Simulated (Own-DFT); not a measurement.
# Response to strain: wurtzite GaN, 72 atoms (Ga36N36)

Calculated, not measured: single-point runs of Own-DFT, a retired in-house plane-wave DFT program that no person has reviewed, on unrelaxed cells, without spin or spin-orbit coupling.

Method: PBE; PseudoDojo norm-conserving scalar-relativistic files (stringent for Ga); cutoff 96 hartree; 4 x 4 x 3 k mesh centred on Gamma; Gaussian smearing of 0.01 eV.

Limits: forces not confirmed at this smearing and k mesh; stress not checked against mesh or cutoff.

Unstrained cell vectors in Å: (9.567, 0.000, 0.000); (-4.784, 8.285, 0.000); (0.000, 0.000, 10.370). The unstrained cell has measured lattice constants (interpolated for alloys), not those of this functional. That, the random moves and any unrelaxed bonds set the pressure at no strain. Each run strains this cell uniformly, with the atoms carried along. Random moves of width 0.05 Å per axis were added to every atom. Strain is the symmetric tensor, in per cent. Stress is positive in tension, and the pressure is minus a third of its trace.

| run | e_xx (%) | e_yy (%) | e_zz (%) | e_yz (%) | e_xz (%) | e_xy (%) | s_xx (GPa) | s_yy (GPa) | s_zz (GPa) | s_yz (GPa) | s_xz (GPa) | s_xy (GPa) | P (GPa) | E (meV/atom) |
|---|---|---|---|---|---|---|---|---|---|---|---|---|---|---|
| 1 | -1.36 | -1.40 | 0.05 | 1.11 | 1.54 | 1.09 | -17.66 | -14.47 | -7.85 | 2.25 | 2.77 | 5.50 | 13.33 | 45.8 |
| 2 | -0.45 | 0.02 | 0.68 | 0.51 | -1.44 | -0.84 | -7.29 | -8.06 | -4.02 | 1.55 | -2.97 | -2.64 | 6.46 | 7.3 |
| 3 | 0.27 | -1.78 | 0.34 | -1.56 | 0.61 | -0.18 | -7.51 | -14.37 | -7.51 | -3.56 | 2.14 | -1.16 | 9.80 | 25.3 |
| 4 | -0.59 | 0.16 | 1.65 | -0.58 | 1.69 | -1.40 | -7.46 | -6.59 | -0.91 | -1.24 | 3.69 | -4.06 | 4.98 | 15.6 |
| 5 | 1.50 | 1.94 | 0.79 | 1.07 | 0.99 | -1.37 | 0.54 | 3.47 | -2.05 | 1.48 | 2.08 | -3.90 | -0.65 | 0.0 |
| 6 | 1.21 | -0.27 | -0.89 | 1.80 | -1.95 | 0.25 | -2.86 | -7.23 | -10.74 | 3.92 | -3.30 | 0.16 | 6.95 | 16.2 |
| 7 | 0.61 | -1.91 | 0.68 | -1.02 | -1.65 | -1.73 | -7.26 | -14.31 | -4.98 | -2.53 | -4.26 | -5.48 | 8.85 | 30.9 |
| 8 | -1.24 | -0.94 | 0.53 | -0.01 | -0.24 | -0.51 | -12.44 | -12.05 | -6.60 | -0.03 | -1.16 | -1.94 | 10.36 | 18.2 |
| 9 | 1.31 | 1.25 | 1.74 | -0.84 | 0.07 | 0.71 | 1.92 | -1.82 | 1.36 | -1.96 | 0.43 | 2.36 | -0.49 | 1.1 |
| 10 | 1.86 | 0.03 | 1.70 | -1.12 | -1.47 | 1.06 | 0.57 | -2.97 | 0.73 | -1.65 | -2.59 | 2.82 | 0.56 | 6.9 |
| 11 | 1.67 | -0.80 | -0.75 | -0.68 | 0.45 | 1.75 | -4.02 | -8.18 | -9.75 | -1.18 | 1.24 | 7.06 | 7.32 | 24.7 |
| 12 | -0.37 | -1.25 | -0.32 | 0.81 | 0.22 | 1.87 | -12.32 | -12.69 | -9.00 | 1.11 | 1.29 | 5.83 | 11.34 | 30.8 |
| 13 | -1.64 | -0.30 | -1.57 | -0.62 | 0.64 | 0.32 | -15.79 | -10.19 | -16.43 | -1.98 | 0.59 | 1.06 | 14.14 | 20.0 |
| 14 | 0.64 | -0.12 | -1.45 | -0.26 | 1.27 | -0.31 | -6.23 | -6.06 | -15.03 | -0.44 | 3.14 | 0.75 | 9.10 | 15.6 |
| 15 | 0.73 | 0.74 | 1.43 | 1.07 | -0.10 | 1.19 | ? | ? | ? | ? | ? | ? | ? | ? |

E is the free energy per atom, counted from the lowest run shown.

## What the rows give

Each stress component was fitted by least squares to a constant and the strains of the runs shown, as fractions, with shears doubled. Shear strains stay in the fit of a normal stress only where such slopes are resolved. The slopes, in GPa:

| stress | at no strain | per e_xx | per e_yy | per e_zz | scatter |
|---|---|---|---|---|---|
| s_xx | -7.6 | 388 ± 36 | 153 ± 40 | 103 ± 37 | 1.40 |
| s_yy | -7.0 | 128 ± 21 | 412 ± 24 | 0 ± 22 | 0.84 |
| s_zz | -7.7 | 58 ± 19 | 37 ± 21 | 456 ± 20 | 0.74 |

The slope of each shear stress on twice its own strain, from a fit on all six strains: yz 103 ± 8, xz 109 ± 8, xy 159 ± 11 GPa. These are stiffnesses along x, y and z of the frame in which the cell vectors are given, with the crystal's c axis along z: C11, C12, C13 and C33. Hexagonal symmetry asks that xx and yy behave alike, which is a second check on the noise. The atoms are held to the strained lattice; where symmetry lets them move under strain, relaxing them would lower some slopes. Symmetry asks for nearly equal slopes across the diagonal; the mismatch is a measure of noise. A ninth of the table's sum, 193 ± 3 GPa, estimates the bulk modulus near the mean pressure of these runs, 7.3 GPa, so it lies above the value at zero pressure.

## The run left out

The question: what normal stresses and pressure should run 15 give?

The fit gives s_xx = -2.2, s_yy = -3.0, s_zz = -0.5 and P = 1.9 GPa. The calculation gave -1.80, -4.90, 0.02 and P = 2.23 GPa.
